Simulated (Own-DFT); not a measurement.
# Computed records: Si₃Ge (diamond-structure random alloy, atoms displaced)

A calculation, not a measurement: plane-wave PBE density functional theory by an unreviewed code, no spin, of a simulated periodic cell, stress positive in tension, free energy of the whole cell less one offset for each atom, forces on such cells passed a denser k mesh, this cell's mesh not checked; offsets are fitted by least squares, one for each functional and potential file, so energies compare only between cells with the same atoms and settings and are not formation energies; the far tail of each file's local potential was reset to the Coulomb form; each entry is a single point on an unrelaxed cell, so the pressure reflects the starting lattice, mostly measured values, from which strain is counted, and rises with the displacements; printed positions are rounded, which can move forces by about a meV/angstrom; the program is a retired in-house code; no spin-orbit coupling. Program: Own-DFT development build.

Settings shared by all entries: functional PBE; potential files PseudoDojo norm-conserving, scalar-relativistic, standard set; wave cutoff 42 hartree; occupations Fermi-Dirac; smearing width 0.1 eV; k mesh 5 x 5 x 5 centred on Gamma.

(1) Si₃Ge (diamond-structure random alloy, atoms displaced)

```cif
# cell vector a (Å): 0.0000 5.4878 5.4878
# cell vector b (Å): 5.4878 0.0000 5.4878
# cell vector c (Å): 5.4878 5.4878 0.0000
data_Si3Ge
_symmetry_space_group_name_H-M 'P 1'
_symmetry_Int_Tables_number 1
_cell_length_a 7.7609
_cell_length_b 7.7609
_cell_length_c 7.7609
_cell_angle_alpha 60.000
_cell_angle_beta 60.000
_cell_angle_gamma 60.000
_cell_volume 330.54
loop_
_atom_site_label
_atom_site_type_symbol
_atom_site_fract_x
_atom_site_fract_y
_atom_site_fract_z
_atom_site_occupancy
Ge1 Ge 0.01269 0.99234 0.99635 1
Si1 Si 0.49831 0.98461 0.01645 1
Si2 Si 0.98985 0.51299 0.00058 1
Si3 Si 0.98113 0.99720 0.53088 1
Ge2 Ge 0.12120 0.10543 0.13381 1
Si4 Si 0.60737 0.11833 0.11705 1
Ge3 Ge 0.11949 0.61122 0.13511 1
Si5 Si 0.09872 0.14349 0.62040 1
Si6 Si 0.49147 0.48808 0.50711 1
Si7 Si 0.98903 0.50815 0.48402 1
Si8 Si 0.50254 0.00068 0.48359 1
Ge4 Ge 0.50102 0.52897 0.98865 1
Si9 Si 0.62091 0.62747 0.60659 1
Si10 Si 0.11975 0.64859 0.64012 1
Si11 Si 0.61219 0.14285 0.62587 1
Si12 Si 0.62786 0.62259 0.12243 1
```

```
free energy of cell above offsets : 0.589 eV
pressure                          : 4.03 GPa
stress xx                         : -3.92 GPa
stress yy                         : -4.18 GPa
stress zz                         : -4 GPa
stress yz                         : -0.37 GPa
stress xz                         : -2.12 GPa
stress xy                         : -1.21 GPa
```

Force:
```tsv
element	x (eV/Å)	y (eV/Å)	z (eV/Å)
Ge	-0.157	-2.07	-1.529
Si	-0.979	-1.95	-0.132
Si	-1.336	0.744	-1.061
Si	-0.236	-1.897	0.944
Ge	2.132	0.746	1.135
Si	1.424	1.479	2.626
Ge	-0.639	-0.627	1.612
Si	-0.513	1.694	1.161
Si	1.097	-1.441	1.529
Si	2.34	1.979	-0.323
Si	1.145	-0.344	-0.35
Ge	-2.221	-0.479	-1.74
Si	0.603	0.157	0.216
Si	-2.257	-0.337	-1.593
Si	-1.546	1.2	-2.441
Si	1.142	1.145	-0.054
```

(2) Si₃Ge (diamond-structure random alloy, atoms displaced)

```cif
# cell vector a (Å): 0.0000 5.4878 5.4878
# cell vector b (Å): 5.4878 0.0000 5.4878
# cell vector c (Å): 5.4878 5.4878 0.0000
data_Si3Ge
_symmetry_space_group_name_H-M 'P 1'
_symmetry_Int_Tables_number 1
_cell_length_a 7.7609
_cell_length_b 7.7609
_cell_length_c 7.7609
_cell_angle_alpha 60.000
_cell_angle_beta 60.000
_cell_angle_gamma 60.000
_cell_volume 330.54
loop_
_atom_site_label
_atom_site_type_symbol
_atom_site_fract_x
_atom_site_fract_y
_atom_site_fract_z
_atom_site_occupancy
Si1 Si 0.01296 0.99900 0.00042 1
Ge1 Ge 0.49920 0.99435 0.99479 1
Si2 Si 0.01424 0.47031 0.01216 1
Si3 Si 0.98960 0.99550 0.52043 1
Si4 Si 0.12669 0.11286 0.13546 1
Ge2 Ge 0.62536 0.11858 0.13219 1
Si5 Si 0.13289 0.59845 0.11883 1
Si6 Si 0.12011 0.13208 0.63343 1
Si7 Si 0.48627 0.50753 0.49952 1
Si8 Si 0.00677 0.47444 0.50480 1
Si9 Si 0.50055 0.02489 0.47493 1
Ge3 Ge 0.50072 0.49605 0.99101 1
Ge4 Ge 0.62077 0.63440 0.64936 1
Si10 Si 0.10429 0.64519 0.64097 1
Si11 Si 0.62861 0.13355 0.60709 1
Si12 Si 0.62549 0.60579 0.14178 1
```

```
free energy of cell above offsets : 0.371 eV
pressure                          : 3.67 GPa
stress xx                         : -3.25 GPa
stress yy                         : -3.78 GPa
stress zz                         : -3.98 GPa
stress yz                         : 2.75 GPa
stress xz                         : 0.81 GPa
stress xy                         : -0.66 GPa
```

Force:
```tsv
element	x (eV/Å)	y (eV/Å)	z (eV/Å)
Si	-0.591	0.144	-1.495
Ge	-0.693	0.431	0.047
Si	0.532	-1.909	-0.337
Si	0.303	-0.754	1.638
Si	0.059	0.857	-0.606
Ge	-2.31	-1.077	1.474
Si	2.269	0.281	0.634
Si	-1.625	1.108	-0.889
Si	1.267	0.922	-0.018
Si	2.177	-1.462	2.138
Si	1.656	2.007	-2.294
Ge	2.093	2.258	-1.439
Ge	-3.047	-2.901	2.143
Si	-2.548	0.88	-1.437
Si	0.975	-0.261	-0.469
Si	-0.515	-0.525	0.911
```

(3) Si₃Ge (diamond-structure random alloy, atoms displaced)

```cif
# cell vector a (Å): 0.0000 5.4878 5.4878
# cell vector b (Å): 5.4878 0.0000 5.4878
# cell vector c (Å): 5.4878 5.4878 0.0000
data_Si3Ge
_symmetry_space_group_name_H-M 'P 1'
_symmetry_Int_Tables_number 1
_cell_length_a 7.7609
_cell_length_b 7.7609
_cell_length_c 7.7609
_cell_angle_alpha 60.000
_cell_angle_beta 60.000
_cell_angle_gamma 60.000
_cell_volume 330.54
loop_
_atom_site_label
_atom_site_type_symbol
_atom_site_fract_x
_atom_site_fract_y
_atom_site_fract_z
_atom_site_occupancy
Si1 Si 0.02238 0.01157 0.98495 1
Si2 Si 0.50478 0.00857 0.99830 1
Si3 Si 0.99711 0.52091 0.99797 1
Si4 Si 0.98052 0.98954 0.50559 1
Ge1 Ge 0.12634 0.13966 0.13090 1
Si5 Si 0.61946 0.12974 0.13395 1
Ge2 Ge 0.11025 0.62549 0.13349 1
Si6 Si 0.12076 0.13736 0.63228 1
Si7 Si 0.48976 0.47256 0.52065 1
Si8 Si 0.99096 0.51210 0.51631 1
Si9 Si 0.50117 0.00268 0.51412 1
Si10 Si 0.48290 0.50939 0.01133 1
Si11 Si 0.60610 0.63068 0.62826 1
Si12 Si 0.11998 0.61342 0.63367 1
Ge3 Ge 0.61538 0.12606 0.63255 1
Ge4 Ge 0.60200 0.62121 0.14887 1
```

```
stress yy : —
```

Question: Si₃Ge (diamond-structure random alloy, atoms displaced) (entry 3): stress yy?
Answer: -3.46 GPa

Question: Give the table of force values for Si₃Ge (diamond-structure random alloy, atoms displaced) (entry 3).
Answer: 
Force:
```tsv
element	x (eV/Å)	y (eV/Å)	z (eV/Å)
Si	1.304	-0.014	-1.775
Si	0.772	1.028	-0.99
Si	-0.51	-0.91	-2.026
Si	0.267	1.638	1.76
Ge	-0.251	-0.262	-0.043
Si	-0.306	0.538	0.98
Ge	1.464	0.741	1.385
Si	-1.475	-1.075	-0.056
Si	2.056	-1.143	2.07
Si	-1.078	-1.407	-1.723
Si	-1.188	-1.914	-1.254
Si	-1.349	-0.115	-0.192
Si	0.085	0.894	-0.112
Si	1.13	0.419	1.131
Ge	-0.651	1.568	-0.585
Ge	-0.27	0.014	1.429
```

Further results for Si₃Ge (diamond-structure random alloy, atoms displaced) (entry 3):

```
free energy of cell above offsets : -0.042 eV
pressure                          : 3.13 GPa
stress xx                         : -3.22 GPa
stress zz                         : -2.7 GPa
stress yz                         : -0.08 GPa
stress xz                         : -1.12 GPa
stress xy                         : -1.57 GPa
```
